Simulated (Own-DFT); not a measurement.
# How strain changes the stress of wurtzite GaN, 72 atoms (Ga36N36)

These are calculations, not measurements. They come from Own-DFT, an in-house plane-wave density functional program, since retired, whose code no person has reviewed. Each row is one single-point run on a periodic cell that was not relaxed, without spin or spin-orbit coupling.

Settings of every run: PBE; PseudoDojo norm-conserving scalar-relativistic files (stringent for Ga); cutoff 96 hartree; 4 x 4 x 3 k mesh centred on Gamma; Gaussian smearing of 0.01 eV.

Known limits: forces not confirmed at this smearing and k mesh; stress not checked against mesh or cutoff.

Unstrained cell vectors in Å: (9.567, 0.000, 0.000); (-4.784, 8.285, 0.000); (0.000, 0.000, 10.370). The unstrained cell has measured lattice constants (interpolated for alloys), not those of this functional. That, the random moves and any unrelaxed bonds set the pressure at no strain. Each run strains this cell uniformly, with the atoms carried along. Every atom was also moved at random, by a Gaussian of width 0.05 Å on each axis. Strain is the symmetric tensor, in per cent. Stress is positive in tension, and the pressure is minus a third of its trace.

| run | e_xx (%) | e_yy (%) | e_zz (%) | e_yz (%) | e_xz (%) | e_xy (%) | s_xx (GPa) | s_yy (GPa) | s_zz (GPa) | s_yz (GPa) | s_xz (GPa) | s_xy (GPa) | P (GPa) | E (meV/atom) |
|---|---|---|---|---|---|---|---|---|---|---|---|---|---|---|
| 1 | 1.84 | -0.63 | -1.27 | -1.64 | -1.85 | -0.88 | -2.71 | -8.71 | -9.80 | -2.71 | -4.23 | -2.40 | 7.08 | 17.6 |
| 2 | 1.01 | 1.00 | 0.43 | 0.56 | 0.26 | 1.40 | -0.99 | -1.49 | -5.52 | 1.14 | 0.67 | 4.24 | 2.67 | 9.4 |
| 3 | -1.86 | 0.62 | -0.17 | 1.01 | -1.56 | -1.63 | -13.22 | -6.77 | -10.25 | 2.62 | -2.59 | -5.27 | 10.08 | 24.1 |
| 4 | 0.74 | -0.87 | 0.87 | 0.66 | 0.39 | -0.13 | -5.61 | -7.51 | -3.39 | 2.06 | 1.00 | -0.36 | 5.51 | 0.0 |
| 5 | -1.78 | 0.09 | -1.44 | 1.91 | 1.26 | -0.15 | -14.89 | -8.65 | -18.89 | 3.66 | 2.20 | -0.27 | 14.15 | 47.2 |
| 6 | 0.16 | 1.64 | 1.84 | -1.71 | 1.60 | -0.86 | -3.64 | 0.82 | 1.67 | -2.91 | 2.85 | -3.04 | 0.38 | 8.8 |
| 7 | 0.92 | -1.23 | -1.84 | 1.69 | 1.47 | 0.03 | -6.54 | -14.36 | -14.36 | 4.31 | 3.68 | 0.59 | 11.75 | 34.1 |
| 8 | -1.08 | -0.49 | 1.32 | 1.74 | -0.78 | 1.41 | -11.58 | -10.28 | -2.11 | 3.18 | -1.56 | 3.25 | 7.99 | 25.0 |
| 9 | -0.67 | -1.55 | 0.98 | -1.44 | 0.62 | 0.81 | -12.09 | -14.75 | -3.64 | -2.52 | 0.68 | 3.09 | 10.16 | 34.2 |
| 10 | -1.81 | 0.03 | -0.84 | 0.56 | -0.94 | -0.74 | -16.10 | -8.76 | -14.00 | 1.57 | -2.53 | -2.36 | 12.95 | 36.2 |
| 11 | -0.61 | 0.31 | 1.82 | -1.96 | -0.76 | -0.64 | -8.51 | -4.72 | -0.03 | -2.89 | -1.95 | -2.30 | 4.42 | 22.2 |
| 12 | -0.64 | 1.66 | -1.66 | 0.60 | -1.69 | -1.09 | -8.20 | -3.53 | -14.01 | 0.78 | -4.22 | -2.31 | 8.58 | 25.9 |
| 13 | -0.87 | -0.70 | 1.39 | 0.03 | 1.71 | -1.05 | -10.88 | -7.93 | -3.91 | -0.16 | 3.03 | -1.72 | 7.57 | 20.6 |
| 14 | 0.53 | 0.58 | -1.59 | 0.85 | 0.64 | -0.93 | -5.86 | -4.01 | -14.41 | 1.94 | 1.82 | -1.87 | 8.09 | 13.8 |
| 15 | -0.77 | 0.39 | -0.43 | -0.26 | -1.81 | 0.22 | ? | ? | ? | ? | ? | ? | ? | ? |

E is the free energy for each atom above the lowest run shown.

## Worked fit

Each stress component was fitted by least squares to a constant and the strains of the runs shown, as fractions, with shears doubled. Shear strains stay in the fit of a normal stress only where such slopes are resolved. The slopes, in GPa:

| stress | at no strain | per e_xx | per e_yy | per e_zz | scatter |
|---|---|---|---|---|---|
| s_xx | -7.5 | 387 ± 14 | 160 ± 16 | 60 ± 12 | 0.58 |
| s_yy | -7.0 | 100 ± 32 | 411 ± 37 | 86 ± 27 | 1.33 |
| s_zz | -7.6 | 150 ± 30 | 22 ± 35 | 450 ± 25 | 1.27 |

Each shear stress against twice its own strain: yz 97 ± 8, xz 101 ± 5, xy 141 ± 13 GPa. These are stiffnesses along x, y and z of the frame in which the cell vectors are given, which need not be the crystal's axes. The atoms are held to the strained lattice; where symmetry lets them move under strain, relaxing them would lower some slopes. The table should be nearly symmetric about its diagonal, and what it lacks of that shows the noise. A ninth of its sum, 203 ± 4 GPa, estimates the bulk modulus near the mean pressure of these runs, 8.0 GPa, so it lies above the value at zero pressure.

## Withheld run

Question: what normal stresses and pressure should run 15 give?

The fit gives s_xx = -10.1, s_yy = -6.6, s_zz = -10.6 and P = 9.1 GPa. The calculation gave -10.42, -6.71, -10.31 and P = 9.14 GPa.
